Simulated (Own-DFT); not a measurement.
# Which defects push the lattice out? C11b WSi2

The numbers are computed, not measured, by runs of the plane-wave DFT program Own-DFT (in-house, retired, unreviewed) at fixed positions, with no spin and no spin-orbit coupling.

Method: PBE; PseudoDojo norm-conserving scalar-relativistic files; cutoff 50 hartree; 5 x 5 x 5 k mesh centred on Gamma; cold (Marzari-Vanderbilt) smearing of 0.2 eV.

Caveats: forces on such cells failed a check on a denser k mesh; stress not checked against mesh or cutoff.

All runs share one cell, with vectors in Å (-2.148, -5.953, 3.409); (-6.444, 2.976, 1.136); (-2.553, -2.948, -6.757) and a volume of 403.2 Å³. Atoms were moved at random from their sites; u is the rms move along one axis. The defect's site can differ from row to row.

| cell | formula | u (Å) | P (GPa) |
|---|---|---|---|
| no defect | Si20W10 | 0.0195 | 4.45 |
| no defect | Si20W10 | 0.0211 | 4.47 |
| no defect | Si20W10 | 0.0542 | 6.57 |
| one Si vacancy | Si19W10 | 0.0276 | 3.06 |
| one Si vacancy | Si19W10 | 0.0466 | 4.62 |
| one Si vacancy | Si19W10 | 0.0557 | 4.07 |
| one W on a Si site | Si19W11 | 0.0270 | ? |
| one W on a Si site | Si19W11 | 0.0307 | 9.76 |
| one W on a Si site | Si19W11 | 0.0492 | 11.64 |
| one W on a Si site | Si19W11 | 0.0502 | 11.09 |
| one Si on a W site | Si21W9 | 0.0315 | 6.49 |
| one Si on a W site | Si21W9 | 0.0439 | 6.71 |
| one Si on a W site | Si21W9 | 0.0538 | 7.52 |
| one W vacancy | Si20W9 | 0.0296 | 3.27 |
| one W vacancy | Si20W9 | 0.0299 | 3.85 |
| one W vacancy | Si20W9 | 0.0535 | 4.66 |

## What the rows give

P = P0 + c u² + a shift for each defect gives P0 = 4.30 GPa, c = 689 ± 113 GPa/Å² and a scatter of 0.41 GPa. The shifts, and each times the cell's volume:

- one W on a Si site: 5.18 ± 0.34 GPa, 13.0 eV
- one Si on a W site: 1.27 ± 0.34 GPa, 3.2 eV
- one W vacancy: -1.44 ± 0.34 GPa, -3.6 eV
- one Si vacancy: -1.77 ± 0.34 GPa, -4.5 eV

Against the defect-free cell, a freed cell would be larger where the shift is positive and smaller where it is negative (160.2 GPa Å³ is 1 eV). The atoms around the defects weren't relaxed, which would change these numbers.

## Withheld run

The question: what pressure belongs in the blank (one W on a Si site, u = 0.0270 Å)?

The fitted form gives 9.98 ± 0.49 GPa. The calculation gave 9.82 GPa.
